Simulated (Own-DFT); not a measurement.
## Calculated data, GaP (zincblende, atoms displaced)

A calculation, not a measurement: plane-wave PBE density functional theory by an unreviewed code, no spin, of a simulated periodic cell, stress positive in tension, free energy of the whole cell less one offset for each atom, forces on such cells passed a denser k mesh, this cell's mesh not checked; offsets are fitted by least squares, one for each functional and potential file, so energies compare only between cells with the same atoms and settings and are not formation energies; the far tail of each file's local potential was reset to the Coulomb form; each entry is a single point on an unrelaxed cell, so the pressure reflects the starting lattice, mostly measured values (interpolated for alloys), from which strain is counted, and rises with the displacements; printed positions are rounded, which can move forces by about a meV/angstrom; the program, named Own-DFT, is a retired in-house code; no spin-orbit coupling. Program: Own-DFT development build.

Settings shared by all entries: functional PBE; potential files PseudoDojo norm-conserving, scalar-relativistic, standard set; wave cutoff 42 hartree; occupations Fermi-Dirac; smearing width 0.1 eV; k mesh 2 x 3 x 3 centred on Gamma.

(1) GaP (zincblende, atoms displaced)

```
cell vectors (Å)
  16.3515     0.0000     0.0000
   0.0000    10.9010     0.0000
   0.0000     0.0000    10.9010
atoms (fractions of the cell vectors)
Ga  0.00481  0.99910  0.99917
Ga  0.00616  0.23674  0.24907
Ga  0.16473  0.98589  0.24509
Ga  0.15747  0.24457  0.99484
P   0.08299  0.10299  0.12208
P   0.08619  0.37835  0.38159
P   0.24771  0.11803  0.37735
P   0.25312  0.38104  0.11641
Ga  0.99454  0.98725  0.49373
Ga  0.99994  0.25205  0.73310
Ga  0.15843  0.98800  0.74980
Ga  0.17503  0.23740  0.48553
P   0.08614  0.12233  0.62295
P   0.07550  0.36529  0.85838
P   0.25122  0.12233  0.89630
P   0.25871  0.38227  0.62816
Ga  0.01213  0.50063  0.99550
Ga  0.00222  0.76398  0.25382
Ga  0.16369  0.49986  0.24430
Ga  0.16157  0.77531  0.99999
P   0.08470  0.61399  0.11819
P   0.09196  0.86585  0.39209
P   0.24356  0.62207  0.36954
P   0.24692  0.87130  0.14264
Ga  0.99667  0.49699  0.50279
Ga  0.99473  0.74453  0.74982
Ga  0.17263  0.48949  0.75179
Ga  0.15799  0.75149  0.51424
P   0.08449  0.62750  0.63949
P   0.08528  0.87503  0.86545
P   0.24640  0.63086  0.87870
P   0.24093  0.86806  0.63796
Ga  0.33023  0.00861  0.00217
Ga  0.33582  0.25147  0.26372
Ga  0.51488  0.98766  0.25084
Ga  0.50352  0.24804  0.01194
P   0.42408  0.12281  0.14403
P   0.42617  0.37637  0.38001
P   0.58571  0.11324  0.37242
P   0.59713  0.37529  0.13142
Ga  0.33328  0.00383  0.50500
Ga  0.33240  0.23375  0.74275
Ga  0.49590  0.00072  0.75426
Ga  0.50463  0.23304  0.50556
P   0.41310  0.12925  0.61981
P   0.42205  0.37718  0.87635
P   0.58628  0.12912  0.87903
P   0.57883  0.35410  0.62056
Ga  0.33903  0.50743  0.99972
Ga  0.33820  0.75122  0.25968
Ga  0.50409  0.52065  0.24248
Ga  0.49549  0.75746  0.99595
P   0.41311  0.62641  0.12844
P   0.42377  0.88219  0.37379
P   0.59351  0.62441  0.37046
P   0.57008  0.88945  0.11809
Ga  0.33607  0.48086  0.49256
Ga  0.34811  0.74782  0.75357
Ga  0.50280  0.51349  0.74533
Ga  0.49485  0.74531  0.49898
P   0.42494  0.62936  0.62978
P   0.41561  0.88109  0.87152
P   0.59302  0.61392  0.86980
P   0.57865  0.84681  0.64151
Ga  0.66953  0.99674  0.99898
Ga  0.66964  0.25575  0.25482
Ga  0.82496  0.00726  0.25143
Ga  0.83200  0.26571  0.99921
P   0.75410  0.12197  0.12299
P   0.74946  0.36615  0.38145
P   0.92393  0.13710  0.37680
P   0.91831  0.37212  0.11016
Ga  0.66782  0.99645  0.50032
Ga  0.66859  0.25316  0.76152
Ga  0.84293  0.00048  0.74701
Ga  0.82521  0.24945  0.48153
P   0.74969  0.12650  0.62575
P   0.74685  0.38868  0.87164
P   0.91993  0.12525  0.87217
P   0.91341  0.36605  0.60841
Ga  0.66129  0.50283  0.99797
Ga  0.67120  0.75652  0.25086
Ga  0.83436  0.50319  0.25814
Ga  0.84408  0.73474  0.00450
P   0.75638  0.61349  0.10508
P   0.74217  0.88020  0.36001
P   0.92187  0.62651  0.37831
P   0.90497  0.86945  0.12785
Ga  0.67105  0.49687  0.49562
Ga  0.66468  0.73915  0.76527
Ga  0.82766  0.49615  0.75708
Ga  0.82682  0.75128  0.48998
P   0.74974  0.62861  0.62985
P   0.74623  0.87558  0.88562
P   0.92176  0.62977  0.87583
P   0.93014  0.87408  0.63420
```

- free energy of cell above offsets: -40.050 eV
- pressure: 4.63 GPa
- stress xx: -4.43 GPa
- stress yy: -4.52 GPa
- stress zz: -4.94 GPa
- stress yz: 0.08 GPa
- stress xz: -0.11 GPa
- stress xy: 0.27 GPa

Force:
| element | x (eV/Å) | y (eV/Å) | z (eV/Å) |
| --- | --- | --- | --- |
| Ga | -2.092 | -1.296 | -1.115 |
| Ga | 0.39 | 1.657 | -0.96 |
| Ga | -0.475 | 1.114 | 1.94 |
| Ga | 0.541 | 0.757 | 0.589 |
| P | 0.776 | 1.944 | 1.078 |
| P | -0.022 | -0.793 | -0.848 |
| P | 1.443 | -1.179 | -2.013 |
| P | -0.679 | -1.119 | 0.842 |
| Ga | 1.24 | 1.393 | 0.069 |
| Ga | -0.951 | -1.239 | -0.321 |
| Ga | 1.608 | 2.584 | -0.419 |
| Ga | -1.721 | 2.174 | 2.493 |
| P | -0.037 | -0.117 | -0.762 |
| P | 1.567 | 0.835 | 1.146 |
| P | -1.444 | 0.823 | -3.248 |
| P | -0.903 | -2.046 | -0.181 |
| Ga | -1.744 | -0.924 | -0.933 |
| Ga | -0.066 | -1.068 | -0.491 |
| Ga | 0.743 | -0.729 | 0.065 |
| Ga | 0.979 | -2.275 | 0.703 |
| P | 0.258 | 2.863 | 0.789 |
| P | -2.104 | 1.93 | -2.625 |
| P | 0.98 | 0.387 | 1.4 |
| P | 1.913 | -0.524 | -2.093 |
| Ga | 0.883 | 0.485 | 0.484 |
| Ga | 1.652 | -0.239 | 0.605 |
| Ga | -0.501 | 0.901 | 0.438 |
| Ga | 2.203 | -2.071 | 0.566 |
| P | -0.475 | -1.657 | -0.618 |
| P | -2.603 | -0.717 | 1.399 |
| P | 0.953 | 0.19 | 0.06 |
| P | 2.615 | 0.02 | -0.888 |
| Ga | 1.695 | -1.556 | 2.261 |
| Ga | -0.21 | 0.253 | -0.937 |
| Ga | -3.037 | 2.53 | 2.379 |
| Ga | -0.053 | 0.528 | -0.098 |
| P | -0.71 | -0.059 | -0.725 |
| P | 0.718 | -0.431 | -0.884 |
| P | 0.544 | 1.208 | 0.579 |
| P | -2.363 | 0.609 | -0.49 |
| Ga | -0.808 | -1.397 | -0.067 |
| Ga | -0.682 | 1.726 | 1.994 |
| Ga | 1.287 | 0.39 | -0.839 |
| Ga | -0.5 | 0.18 | -1.712 |
| P | 0.98 | -1.535 | 0.463 |
| P | -0.105 | -0.236 | -0.228 |
| P | -0.479 | -0.644 | 0.064 |
| P | 1.567 | 2.519 | 1.125 |
| Ga | -0.939 | -0.626 | -0.963 |
| Ga | -0.736 | -0.21 | 0.372 |
| Ga | 0.642 | -1.756 | 0.506 |
| Ga | 0.309 | -1.044 | -0.051 |
| P | 0.679 | 1.074 | -0.534 |
| P | -0.86 | -0.392 | 0.679 |
| P | -0.947 | 0.598 | 0.472 |
| P | 3.894 | -3.439 | -2.671 |
| Ga | -0.132 | 2.284 | 0.096 |
| Ga | -2.612 | -0.266 | -0.13 |
| Ga | 0.496 | -2.512 | 0.509 |
| Ga | 1.416 | 0.357 | -0.646 |
| P | -1.931 | -1.019 | -1.481 |
| P | -0.546 | 0.436 | 1.376 |
| P | -3.095 | 0.583 | 1.273 |
| P | 0.086 | 2.472 | -1.185 |
| Ga | -0.945 | 0.935 | 0.66 |
| Ga | 0.255 | -1.789 | -0.161 |
| Ga | 2.043 | -0.05 | 0.334 |
| Ga | -0.451 | -1.656 | -1.074 |
| P | -1.149 | 1.649 | -0.601 |
| P | -0.655 | 2.602 | -2.031 |
| P | -1.627 | -2.146 | 0.076 |
| P | 1.32 | 0.96 | 2.168 |
| Ga | -0.586 | -0.548 | 1.377 |
| Ga | -0.248 | -0.215 | -1.181 |
| Ga | -1.219 | -0.136 | 0.325 |
| Ga | 1.979 | -1.942 | 2.609 |
| P | 0.484 | -0.433 | -0.044 |
| P | -0.485 | -1.646 | 1.245 |
| P | -0.065 | 0.829 | 0.423 |
| P | -0.873 | 0.611 | 1.284 |
| Ga | 1.115 | -0.965 | 0.906 |
| Ga | -1.333 | -1.579 | -2.764 |
| Ga | 0.253 | -0.618 | -0.965 |
| Ga | -1.376 | 1.165 | -0.702 |
| P | -0.816 | 0.533 | 2.399 |
| P | 1.694 | 0.625 | 2.3 |
| P | -0.655 | 0.465 | -0.371 |
| P | 1.982 | 1.341 | 0.555 |
| Ga | -0.74 | -0.263 | 1.34 |
| Ga | 1.917 | 1.74 | -0.987 |
| Ga | 2.185 | 1.101 | -1.804 |
| Ga | 0.745 | 0.149 | 0.64 |
| P | 0.006 | -0.299 | -0.505 |
| P | 1.942 | -1.269 | -1.336 |
| P | -0.266 | -2.007 | -0.266 |
| P | -2.924 | 0.17 | -1.499 |

(2) GaP (zincblende, atoms displaced)

```
cell vectors (Å)
  16.3515     0.0000     0.0000
   0.0000    10.9010     0.0000
   0.0000     0.0000    10.9010
atoms (fractions of the cell vectors)
Ga  0.99244  0.99351  0.00314
Ga  0.00961  0.25769  0.25989
Ga  0.17164  0.01119  0.25630
Ga  0.16091  0.24938  0.00196
P   0.10018  0.14496  0.12510
P   0.07933  0.38389  0.38629
P   0.24752  0.11517  0.37648
P   0.24321  0.36688  0.13697
Ga  0.00308  0.97990  0.49710
Ga  0.00657  0.25619  0.75075
Ga  0.15334  0.01685  0.74495
Ga  0.16642  0.24707  0.51228
P   0.06902  0.12952  0.63399
P   0.07616  0.39346  0.86079
P   0.25871  0.13206  0.90251
P   0.24611  0.35482  0.62163
Ga  0.99366  0.51775  0.00286
Ga  0.00317  0.74117  0.22833
Ga  0.15653  0.50819  0.26308
Ga  0.16743  0.76433  0.98907
P   0.07296  0.62408  0.11371
P   0.08081  0.86967  0.37607
P   0.25708  0.63223  0.38552
P   0.25177  0.87623  0.13380
Ga  0.99717  0.49904  0.49988
Ga  0.99176  0.75305  0.73456
Ga  0.17494  0.49958  0.74873
Ga  0.16084  0.74190  0.49423
P   0.07925  0.60511  0.62034
P   0.07789  0.86453  0.87709
P   0.24985  0.62746  0.86898
P   0.24557  0.87625  0.62616
Ga  0.32677  0.00205  0.00118
Ga  0.33045  0.24125  0.23300
Ga  0.50478  0.98905  0.24854
Ga  0.48997  0.25094  0.99219
P   0.42047  0.11445  0.13545
P   0.41271  0.36787  0.37487
P   0.59203  0.11982  0.38253
P   0.58861  0.38178  0.12440
Ga  0.33379  0.98993  0.51326
Ga  0.33906  0.24987  0.74942
Ga  0.49597  0.98912  0.74902
Ga  0.49764  0.25066  0.48819
P   0.40999  0.10862  0.62541
P   0.42174  0.36681  0.86207
P   0.57941  0.10394  0.87190
P   0.57588  0.37501  0.62507
Ga  0.34086  0.50237  0.01328
Ga  0.33237  0.76005  0.25665
Ga  0.49808  0.50024  0.23494
Ga  0.50837  0.74136  0.01485
P   0.42613  0.61591  0.12204
P   0.43112  0.88823  0.37364
P   0.57959  0.62365  0.38776
P   0.58654  0.86030  0.13651
Ga  0.32907  0.49474  0.51160
Ga  0.32929  0.75350  0.75747
Ga  0.49415  0.49124  0.75005
Ga  0.49209  0.73657  0.48976
P   0.41552  0.62130  0.61014
P   0.42137  0.88166  0.87017
P   0.57502  0.62636  0.86892
P   0.58135  0.88709  0.61419
Ga  0.66336  0.00766  0.99184
Ga  0.66176  0.24217  0.25164
Ga  0.83644  0.00256  0.25414
Ga  0.82924  0.25394  0.00231
P   0.75366  0.13291  0.12554
P   0.75311  0.37531  0.36837
P   0.92106  0.12630  0.36963
P   0.90423  0.38001  0.11581
Ga  0.67256  0.99845  0.51553
Ga  0.67189  0.23740  0.74700
Ga  0.82521  0.99339  0.74285
Ga  0.82682  0.26413  0.51708
P   0.73837  0.11314  0.62127
P   0.75553  0.37009  0.86968
P   0.91667  0.12814  0.87897
P   0.90718  0.36893  0.61246
Ga  0.66541  0.50623  0.99703
Ga  0.66527  0.76043  0.23875
Ga  0.83055  0.50570  0.25607
Ga  0.82773  0.74119  0.00232
P   0.73713  0.63069  0.11068
P   0.74704  0.87693  0.37633
P   0.91276  0.63356  0.37729
P   0.91781  0.87629  0.13403
Ga  0.68407  0.49806  0.50410
Ga  0.66504  0.74089  0.74774
Ga  0.83234  0.49338  0.75664
Ga  0.82622  0.75892  0.50312
P   0.75539  0.63189  0.61900
P   0.74605  0.86833  0.86110
P   0.92365  0.63162  0.87342
P   0.91969  0.87905  0.63253
```

- free energy of cell above offsets: -36.778 eV
- pressure: 5.33 GPa
- stress xx: -5.26 GPa
- stress yy: -5.44 GPa
- stress zz: -5.29 GPa
- stress yz: 0.24 GPa
- stress xz: -0.71 GPa
- stress xy: -0.68 GPa

Force:
| element | x (eV/Å) | y (eV/Å) | z (eV/Å) |
| --- | --- | --- | --- |
| Ga | 1.141 | 0.911 | -0.201 |
| Ga | -1.116 | -0.45 | -1.493 |
| Ga | -1.647 | -1.64 | -0.998 |
| Ga | 2.006 | 3.368 | -3.308 |
| P | -4.313 | -3.669 | 2.89 |
| P | 1.152 | -0.94 | 0.107 |
| P | 1.766 | 1.699 | 1.905 |
| P | -0.045 | 2.094 | -1.067 |
| Ga | -1.18 | 2.075 | 0.17 |
| Ga | -2.844 | 0.795 | 0.832 |
| Ga | 1.894 | -1.509 | 1.718 |
| Ga | -1.879 | -1.771 | -2.127 |
| P | 1.271 | -0.874 | -2.799 |
| P | 1.103 | -0.353 | 1.97 |
| P | -2.231 | 1.748 | -3.559 |
| P | 1.826 | 2.382 | 2.027 |
| Ga | -1.055 | -3.086 | -0.954 |
| Ga | -1.523 | 1.457 | 2.981 |
| Ga | 1.241 | 0.337 | -0.724 |
| Ga | 0.66 | -1.294 | 1.256 |
| P | 4.374 | 0.058 | 0.533 |
| P | 1.018 | -0.53 | -1.937 |
| P | -0.97 | -0.826 | -0.872 |
| P | -0.9 | -0.07 | -0.959 |
| Ga | -2.053 | 0.077 | -0.362 |
| Ga | 2.309 | -1.905 | 1.395 |
| Ga | -0.753 | -0.536 | -0.611 |
| Ga | 0.224 | 0.258 | 0.995 |
| P | 0.872 | 2.112 | 0.955 |
| P | -0.661 | 1.842 | -1.372 |
| P | 0.445 | -0.51 | 1.703 |
| P | -1.123 | -0.485 | 0.55 |
| Ga | 2.561 | -1.93 | 1.328 |
| Ga | 0.333 | -0.152 | 2.129 |
| Ga | 1.808 | 1.883 | -0.447 |
| Ga | 2.088 | -1.355 | 1.385 |
| P | -0.189 | 0.389 | -1.551 |
| P | -0.653 | 0.761 | -1.252 |
| P | -1.224 | -0.248 | -0.363 |
| P | -0.841 | -1.341 | -0.54 |
| Ga | -0.707 | -0.35 | -2.06 |
| Ga | -1.062 | -1.496 | -0.162 |
| Ga | 1.002 | 0.976 | -1.559 |
| Ga | 0.308 | -0.93 | 0.911 |
| P | 1.684 | 2.183 | 0.541 |
| P | -1.889 | 1.093 | 1.515 |
| P | -0.714 | 2.814 | -0.388 |
| P | 1.953 | -0.626 | -0.306 |
| Ga | -1.755 | -1.389 | -1.335 |
| Ga | 1.565 | -0.424 | 0.205 |
| Ga | 1.56 | -1.512 | 3.257 |
| Ga | -0.742 | 0.913 | -1.669 |
| P | -2.237 | 2.525 | 0.209 |
| P | -3.311 | -1.972 | 1.528 |
| P | 1.882 | -1.115 | -2.086 |
| P | -1.97 | 3.835 | -3.261 |
| Ga | 0.091 | -0.902 | -1.147 |
| Ga | 1.106 | 0.442 | -1.187 |
| Ga | 0.934 | 1.757 | -1.212 |
| Ga | 1.026 | 1.939 | 0.335 |
| P | -0.863 | -0.009 | 2.824 |
| P | -1.687 | -2.124 | 2.497 |
| P | 0.769 | -0.691 | -0.06 |
| P | -0.847 | -2.713 | 0.952 |
| Ga | 1.466 | -1.536 | 1.485 |
| Ga | 0.651 | 0.855 | -0.286 |
| Ga | -0.43 | 0.145 | 0.032 |
| Ga | 0.632 | -0.772 | -0.794 |
| P | -1.091 | -1.38 | 0.103 |
| P | -0.799 | -0.89 | 0.325 |
| P | -0.038 | 0.174 | 1.442 |
| P | 2.194 | 0.899 | 1.468 |
| Ga | -2.34 | -2.294 | -3.814 |
| Ga | -2.085 | 1.153 | 0.92 |
| Ga | 0.957 | 0.984 | 0.786 |
| Ga | -2.24 | -3.573 | -3.222 |
| P | 4.446 | 3.141 | 1.811 |
| P | -2.08 | -0.013 | 0.478 |
| P | -0.468 | -0.099 | -0.6 |
| P | 3.501 | 2.541 | 3.451 |
| Ga | -0.763 | -1.251 | -1.745 |
| Ga | 2.026 | -3.043 | 3.86 |
| Ga | 0.148 | 0.536 | -1.078 |
| Ga | 1.001 | 1.317 | -0.942 |
| P | 1.74 | -0.101 | 2.217 |
| P | 0.22 | 0.484 | -0.495 |
| P | 0.563 | 0.025 | -0.365 |
| P | -1.22 | -0.577 | -0.76 |
| Ga | -2.464 | -0.219 | -0.402 |
| Ga | -0.911 | 0.621 | -1.014 |
| Ga | 1.231 | 1.322 | -1.056 |
| Ga | 1.684 | 0.457 | -0.691 |
| P | -0.402 | -1.014 | 2.048 |
| P | 0.216 | 0.152 | 1.793 |
| P | -2.304 | 0.112 | -0.724 |
| P | -2.034 | 0.846 | -1.902 |
